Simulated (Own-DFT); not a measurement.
# Computed records: Hf₃₆O₇₁ (tetragonal hafnia with one neutral oxygen vacancy, atoms displaced)

Computed with Own-DFT development build. A calculation, not a measurement: plane-wave PBE and HSE06 DFT by an unreviewed code, no spin, of a simulated cell at Gamma alone, so results move with cell size and shape, stress positive in tension, energies less offsets, not probed for a lower state with spin; hafnium file: forces about 75 meV/angstrom off all-electron values; oxygen file: force components 24 meV/angstrom off all-electron in a glass; k mesh not checked against a denser one; forces and stress are PBE's, HSE06 gives the energy alone, and its difference from PBE has offsets of its own; offsets are fitted by least squares, one for each functional and potential file, so energies compare only between cells with the same atoms and settings and are not formation energies; the far tail of each file's local potential was reset to the Coulomb form; each entry is a single point on an unrelaxed cell, so the pressure reflects the starting lattice, taken from the Materials Project, from which strain is counted, and rises with the displacements; printed positions are rounded, which can move forces by about a meV/angstrom; the program is a retired in-house code; no spin-orbit coupling.

Settings shared by all entries: first functional PBE; second functional HSE06; exact exchange share 0.25; screening 0.11 1/bohr; exchange divergence Gygi-Baldereschi; potential files PseudoDojo norm-conserving, scalar-relativistic, made for PBE, standard set; wave cutoff 48 hartree; occupations fixed; k mesh 1 x 1 x 1 centred on Gamma.

(1) Hf₃₆O₇₁ (tetragonal hafnia with one neutral oxygen vacancy, atoms displaced)

```
Hf36O71
1.0
     10.7800     0.0000     0.0000
      0.0000    10.7800     0.0000
      0.0000     0.0000    10.4493
Hf O Hf O Hf O Hf O Hf O Hf O Hf O Hf O Hf O Hf O Hf O Hf O Hf O Hf O Hf O Hf O Hf O Hf O
2 4 2 4 2 4 2 4 2 4 2 4 2 4 2 4 2 3 2 4 2 4 2 4 2 4 2 4 2 4 2 4 2 4 2 4
Direct
  0.99340 0.00177 0.00515
  0.16874 0.16273 0.24412
  0.00206 0.16137 0.14973
  0.16476 0.99469 0.34565
  0.99855 0.17266 0.40491
  0.16615 0.00026 0.09823
  0.99751 0.00015 0.50404
  0.16441 0.16363 0.75661
  0.00285 0.16636 0.64839
  0.16622 0.99574 0.84788
  0.00088 0.16523 0.90146
  0.16405 0.00033 0.59648
  0.99950 0.33130 0.99655
  0.16300 0.49778 0.24969
  0.99879 0.49539 0.15431
  0.16832 0.33217 0.35001
  0.99504 0.49969 0.40303
  0.16647 0.33368 0.09960
  0.00177 0.33059 0.50269
  0.16740 0.50107 0.74842
  0.99867 0.50036 0.65463
  0.16386 0.33374 0.84806
  0.00005 0.50276 0.89911
  0.16982 0.33063 0.59814
  0.99536 0.66863 0.00248
  0.16644 0.83572 0.24880
  0.99914 0.83323 0.15617
  0.16849 0.66337 0.34743
  0.00288 0.83441 0.40697
  0.16794 0.66743 0.10301
  0.00298 0.66411 0.49882
  0.16703 0.83391 0.74852
  0.00263 0.83853 0.65642
  0.16602 0.66866 0.84612
  0.99988 0.83336 0.90107
  0.16456 0.66977 0.59659
  0.33351 0.00259 0.99983
  0.50154 0.16680 0.24705
  0.33464 0.16992 0.15019
  0.49428 0.00180 0.35031
  0.33210 0.16649 0.40184
  0.50047 0.99855 0.10024
  0.33435 0.99421 0.49972
  0.49771 0.17123 0.74922
  0.32929 0.17231 0.65550
  0.49697 0.99395 0.84442
  0.33255 0.16261 0.90069
  0.50288 0.00060 0.60128
  0.33494 0.33636 0.99748
  0.49806 0.49871 0.25440
  0.33496 0.50044 0.15410
  0.49928 0.33421 0.35031
  0.50313 0.33617 0.09448
  0.33452 0.32788 0.49578
  0.49851 0.49606 0.75220
  0.33618 0.50092 0.65736
  0.50044 0.33172 0.85057
  0.33006 0.50133 0.89732
  0.49854 0.33469 0.60012
  0.33159 0.66120 1.00000
  0.49806 0.83303 0.24785
  0.32885 0.83470 0.14896
  0.49427 0.66772 0.35045
  0.33391 0.83314 0.40527
  0.50288 0.67061 0.09503
  0.33654 0.66468 0.50093
  0.49475 0.83760 0.74878
  0.33596 0.83258 0.65192
  0.49964 0.66622 0.84701
  0.33271 0.83494 0.89857
  0.49937 0.66648 0.59845
  0.66924 0.99849 0.99967
  0.82713 0.17221 0.24828
  0.66917 0.16752 0.15827
  0.83251 0.99984 0.35167
  0.66490 0.16731 0.39839
  0.83481 0.00434 0.09446
  0.66571 0.00638 0.50626
  0.83317 0.16564 0.75187
  0.66962 0.17098 0.65056
  0.83512 0.99891 0.84711
  0.66799 0.16833 0.89687
  0.83672 0.99683 0.59257
  0.66106 0.32918 0.00030
  0.83411 0.50160 0.25241
  0.67011 0.49984 0.14970
  0.83333 0.32812 0.34856
  0.66837 0.50203 0.40293
  0.83162 0.33276 0.09566
  0.66633 0.33587 0.50285
  0.83214 0.49673 0.75070
  0.66805 0.49931 0.65516
  0.83192 0.33800 0.84520
  0.66402 0.49797 0.90037
  0.83591 0.33459 0.59456
  0.66885 0.66792 0.00404
  0.83983 0.83741 0.25345
  0.66083 0.83611 0.15815
  0.83616 0.67097 0.34788
  0.66789 0.83480 0.40826
  0.83442 0.66877 0.09416
  0.66961 0.66479 0.50624
  0.83647 0.82933 0.74912
  0.66503 0.83420 0.65136
  0.82829 0.66873 0.84285
  0.66878 0.83471 0.90698
  0.82904 0.66720 0.59519
```

- PBE energy of cell above offsets: -100.638 eV
- HSE06 less PBE above offsets: -0.132 eV
- PBE pressure: 1.18 GPa
- PBE stress xx: -1.86 GPa
- PBE stress yy: 0.26 GPa
- PBE stress zz: -1.94 GPa
- PBE stress yz: -0.59 GPa
- PBE stress xz: -0.03 GPa
- PBE stress xy: 0.02 GPa

Force:
```csv
element,x (eV/Å),y (eV/Å),z (eV/Å)
Hf,1.789,-0.394,-1.206
Hf,-0.495,0.242,1.115
O,-0.536,0.351,0.157
O,0.262,1.37,0.086
O,0.3,-1.372,-0.47
O,0.022,0.185,-0.132
Hf,0.812,0.63,-1.05
Hf,0.153,0.012,-1.13
O,-0.763,0.071,1.044
O,0.004,0.799,0.17
O,-0.26,0.132,-0.108
O,1.034,-0.08,0.113
Hf,0.068,0.908,0.394
Hf,0.419,0.017,0.395
O,-0.362,0.279,-0.366
O,0.387,0.315,-0.514
O,0.167,-0.174,-0.158
O,0.209,-0.043,-0.627
Hf,0.623,0.206,-0.121
Hf,-0.451,0.1,-0.055
O,0.354,0.184,-0.318
O,0.174,-0.095,0.315
O,-0.119,-0.188,0.894
O,-0.243,0.619,-0.069
Hf,1.571,-0.174,-0.981
Hf,0.454,-1.008,0.276
O,0.219,0.186,-0.708
O,0.089,0.023,0.164
O,-0.229,-0.483,-0.328
O,-0.752,-0.383,-0.852
Hf,-0.517,0.184,-0.002
Hf,0.419,-0.174,0.426
O,-0.695,-0.374,-0.431
O,0.214,-0.427,0.171
O,-0.365,-0.171,0.856
O,0.634,-0.293,0.092
Hf,-0.087,-1.657,-0.144
Hf,-0.479,-0.731,1.231
O,0.249,-0.006,-0.211
O,0.135,0.029,-0.421
O,0.027,-0.7,-0.133
O,0.121,0.668,-0.46
Hf,-0.163,0.689,0.117
Hf,-0.26,-1.265,-0.424
O,0.839,-0.406,0.084
O,0.363,2.301,0.867
O,0.166,1.262,0.169
O,-0.952,0.481,-0.128
Hf,-0.808,-0.515,0.339
Hf,0.634,0.92,-0.048
O,-0.116,-0.201,-0.008
O,-0.266,-0.16,-0.346
O,-1.139,-0.327,0.733
Hf,-0.83,0.805,0.447
Hf,0.841,1.679,-0.108
O,-0.759,0.184,-0.885
O,-0.473,-0.117,0.234
O,0.174,-0.83,0.704
O,0.394,-0.345,0.059
Hf,0.343,1.826,-0.228
Hf,-0.33,0.124,0.752
O,0.731,0.037,0.367
O,-0.358,-0.645,-0.543
O,-0.224,-0.326,-0.314
O,-0.834,-0.215,0.411
Hf,0.095,-0.483,-0.263
Hf,1.026,-1.753,0.177
O,-0.888,0.362,-0.627
O,-0.095,-0.096,-0.082
O,0,-0.442,0.715
O,0.199,-0.308,-0.154
Hf,-0.764,-0.57,-0.347
Hf,2.124,-0.76,1.212
O,-1.409,-0.012,-1.662
O,0.282,0.603,-0.962
O,-0.169,0.366,0.536
O,-1.283,-0.387,0.821
Hf,0.454,-1.547,-1.191
Hf,0.525,0.264,-0.481
O,-0.338,-0.203,0.096
O,-0.155,0.358,-0.02
O,-0.112,-0.771,0.584
O,-1.196,0.482,1.317
Hf,1.671,1.582,-0.573
Hf,-0.334,-0.354,0.284
O,-0.329,0.183,0.663
O,-0.398,1.491,-0.255
O,0.08,-0.432,-0.095
O,0.243,-0.535,-0.115
Hf,0.382,-0.127,-0.367
Hf,0.256,0.984,-0.176
O,-0.56,-0.318,-0.53
O,0.423,-1.681,0.348
O,0.035,-0.019,0.672
O,-0.648,0.005,0.447
Hf,-0.93,-0.579,-1.175
Hf,-1.832,-0.121,1.136
O,1.901,0.082,-0.425
O,0.032,-0.436,-0.511
O,-0.317,-0.013,-0.023
O,-0.115,0.071,0.781
Hf,-1.251,1.416,-0.78
Hf,-0.78,0.533,-0.385
O,0.394,0.103,0.87
O,0.252,-0.772,0.629
O,0.162,0.153,0.204
O,1.836,0.144,0.565
```

(2) Hf₃₆O₇₁ (tetragonal hafnia with one neutral oxygen vacancy, atoms displaced)

```
Hf36O71
1.0
     10.7800     0.0000     0.0000
      0.0000    10.7800     0.0000
      0.0000     0.0000    10.4493
Hf O Hf O Hf O Hf O Hf O Hf O Hf O Hf O Hf O Hf O Hf O Hf O Hf O Hf O Hf O Hf O Hf O Hf O
2 4 2 4 2 4 2 4 2 4 2 4 2 4 2 4 2 4 2 4 2 4 2 4 2 4 2 4 2 4 2 4 2 4 2 3
Direct
  0.99614 0.00709 0.99757
  0.16648 0.18332 0.24778
  0.99601 0.17266 0.15488
  0.16556 0.99793 0.34784
  0.99689 0.16214 0.40707
  0.16602 0.99871 0.10519
  0.99790 0.00144 0.50063
  0.17021 0.16757 0.75150
  0.00379 0.16623 0.64242
  0.16297 0.00115 0.84708
  0.99718 0.16543 0.90668
  0.17399 0.99647 0.60268
  0.00521 0.33162 0.99462
  0.17515 0.50251 0.24163
  0.01167 0.51541 0.15294
  0.17390 0.33347 0.35062
  0.00406 0.48635 0.42343
  0.16367 0.33422 0.08924
  0.00378 0.32263 0.49577
  0.17083 0.50149 0.75792
  0.00058 0.51056 0.63608
  0.17172 0.32765 0.84475
  0.99179 0.51583 0.91436
  0.17800 0.32298 0.60723
  0.99002 0.66460 0.99378
  0.15529 0.83632 0.25136
  0.99600 0.81836 0.14082
  0.17271 0.66365 0.34886
  0.99161 0.84677 0.40372
  0.17443 0.67342 0.10497
  0.99364 0.67430 0.49723
  0.16935 0.85023 0.74085
  0.99889 0.81782 0.64345
  0.16805 0.66341 0.86053
  0.99403 0.83729 0.90823
  0.16919 0.67344 0.58629
  0.32464 0.00389 0.01154
  0.50551 0.16479 0.25125
  0.32587 0.16750 0.16478
  0.50208 0.99278 0.34493
  0.33580 0.16360 0.40851
  0.49494 0.99630 0.10233
  0.32504 0.00585 0.50370
  0.51400 0.16207 0.75260
  0.32301 0.16138 0.65597
  0.49754 0.98753 0.84068
  0.34086 0.16394 0.90288
  0.51180 0.99336 0.59479
  0.32344 0.33191 0.99410
  0.50069 0.50567 0.25762
  0.32340 0.50546 0.15446
  0.49829 0.33054 0.35159
  0.34436 0.49906 0.39522
  0.49481 0.33900 0.08599
  0.33959 0.32844 0.49315
  0.49406 0.50586 0.74504
  0.32938 0.49988 0.65820
  0.50446 0.33391 0.84589
  0.33265 0.49989 0.89200
  0.50302 0.34114 0.59005
  0.33944 0.66126 0.01256
  0.50030 0.82612 0.26089
  0.33750 0.83837 0.14930
  0.50555 0.66625 0.32975
  0.32408 0.83053 0.40335
  0.50332 0.66370 0.10337
  0.33360 0.66244 0.49866
  0.50791 0.84054 0.76167
  0.33144 0.84992 0.65307
  0.48764 0.66444 0.84269
  0.33258 0.83274 0.89977
  0.49380 0.67612 0.60296
  0.65717 0.99870 0.99254
  0.82254 0.16681 0.25615
  0.67250 0.16596 0.16540
  0.83446 0.99989 0.34426
  0.68488 0.16729 0.40086
  0.81616 0.01040 0.10145
  0.67289 0.00504 0.51234
  0.83609 0.16404 0.75211
  0.65906 0.16021 0.66399
  0.84288 0.98576 0.83673
  0.67485 0.17622 0.90452
  0.82573 0.99934 0.59838
  0.64886 0.34194 0.01450
  0.83679 0.49448 0.26391
  0.65961 0.49288 0.15316
  0.85266 0.34085 0.34653
  0.65524 0.50388 0.41849
  0.83418 0.33174 0.09618
  0.66646 0.33130 0.49369
  0.83031 0.50741 0.75956
  0.67404 0.49065 0.65440
  0.83135 0.33462 0.86096
  0.65590 0.49451 0.88698
  0.82676 0.34357 0.59787
  0.66288 0.65747 0.99206
  0.82456 0.82736 0.26208
  0.66609 0.83014 0.15934
  0.83236 0.67329 0.34596
  0.67234 0.83602 0.39351
  0.82926 0.67158 0.08962
  0.66075 0.67254 0.50784
  0.83857 0.84329 0.74645
  0.66730 0.83547 0.66905
  0.84139 0.65851 0.84613
  0.83532 0.67013 0.60652
```

- PBE energy of cell above offsets: -85.973 eV
- HSE06 less PBE above offsets: 0.626 eV
- PBE pressure: 6.29 GPa
- PBE stress xx: -4.46 GPa
- PBE stress yy: -8.17 GPa
- PBE stress zz: -6.25 GPa
- PBE stress yz: -2.06 GPa
- PBE stress xz: 1.73 GPa
- PBE stress xy: -0.02 GPa

Force:
```csv
element,x (eV/Å),y (eV/Å),z (eV/Å)
Hf,-0.39,-2.955,2.429
Hf,-2.155,-3.297,0.631
O,0.955,-0.085,-0.13
O,0.014,1.856,0.809
O,0.282,-0.265,-1.329
O,-1.503,0.361,-0.757
Hf,0.92,0.564,-0.45
Hf,-0.391,-0.066,-1.206
O,-1.134,-0.531,1.922
O,-0.314,1.078,1.108
O,-0.199,0.598,-1.733
O,-3.731,0.312,-0.082
Hf,-4.23,1.169,0.733
Hf,-3.778,2.071,2.852
O,-2.15,-0.976,1.061
O,-0.022,0.695,0.033
O,-0.553,3.127,-3.407
O,0.824,-0.228,1.489
Hf,0.167,1.664,3.239
Hf,-1.481,1.92,-1.452
O,0.512,-0.498,3.945
O,-0.787,1.148,1.688
O,0.974,-7.496,-2.988
O,-1.084,0.497,-1.57
Hf,2.287,5.148,3.222
Hf,1.165,-1.5,-1.491
O,-0.151,1.637,2.585
O,-0.937,-0.028,-0.373
O,0.528,-2.074,-0.965
O,-0.069,-0.353,-0.363
Hf,1.523,-2.339,1.4
Hf,0.882,-3.656,1.326
O,0.503,2.032,0.704
O,-0.259,0.167,-1.788
O,0.094,0.571,-1.494
O,0.395,0.008,0.747
Hf,0.683,-2.917,-0.722
Hf,-1.341,-2.017,0.504
O,2.246,0.458,-1.443
O,0.165,2.435,0.586
O,0.306,0.662,-0.878
O,1.284,1.681,-1.325
Hf,2.155,-2.751,-0.507
Hf,-5.282,1.323,2.265
O,3.735,-0.544,-0.508
O,1.249,6.229,3.185
O,-0.529,0.287,0.853
O,-1.785,0.764,0.372
Hf,1.838,0.29,-1.538
Hf,-0.827,-1.949,-1.306
O,4.658,-0.898,-2.223
O,0.791,-0.609,-1.28
O,0.101,-0.062,0.742
O,-4.054,-0.774,2.967
Hf,-1.186,0.907,1.655
Hf,1.541,-1.478,0.394
O,0.078,0.33,-1.707
O,-0.604,-0.756,-0.62
O,0.064,-1.209,1.933
O,-0.238,-0.947,0.487
Hf,-2.519,2.453,-2.047
Hf,-0.809,3.932,-3.471
O,-0.329,-0.301,0.935
O,0.191,-0.917,4.356
O,1.159,0.035,0.391
O,0.465,-0.712,-0.816
Hf,-2.421,1.211,0.037
Hf,-3.007,-5.3,-2.616
O,1.228,-0.361,0.158
O,1.312,0.656,1.21
O,-0.176,0.788,1.067
O,1.283,-0.699,-1.169
Hf,0.424,-0.649,2.198
Hf,4.055,-0.649,-0.983
O,-4.253,1.335,-1.915
O,0.071,0.199,1.054
O,-1.197,0.088,1.205
O,1.47,-0.281,-1.926
Hf,-2.547,-1.069,-3.604
Hf,0.198,2.739,0.806
O,4.638,0.115,-2.848
O,-0.852,6.282,2.861
O,-0.967,-2.535,0.156
O,3.134,0.133,1.444
Hf,5.693,-0.081,-3.8
Hf,1.415,1.916,-3.323
O,1.375,-0.055,0.686
O,-1.503,-2.22,0.92
O,0.508,0.045,-2.062
O,-0.082,0.884,0.869
Hf,0.333,1.883,2.5
Hf,1.083,-3.586,-2.974
O,-1.976,1.657,-0.224
O,1.47,-0.448,-2.102
O,0.479,1.294,2.288
O,0.96,-2.451,-0.554
Hf,0.722,1.183,0.867
Hf,0.911,2.89,-4.103
O,-0.796,0.102,-1.135
O,0.538,-3.914,2.01
O,-0.689,-0.574,2.961
O,-2.186,-1.021,0.383
Hf,1.483,-0.121,1.119
Hf,0.744,-6.43,-1.106
O,0.969,-0.328,-1.4
O,-1.51,4.009,1.252
O,-2.247,0.139,-1.789
```
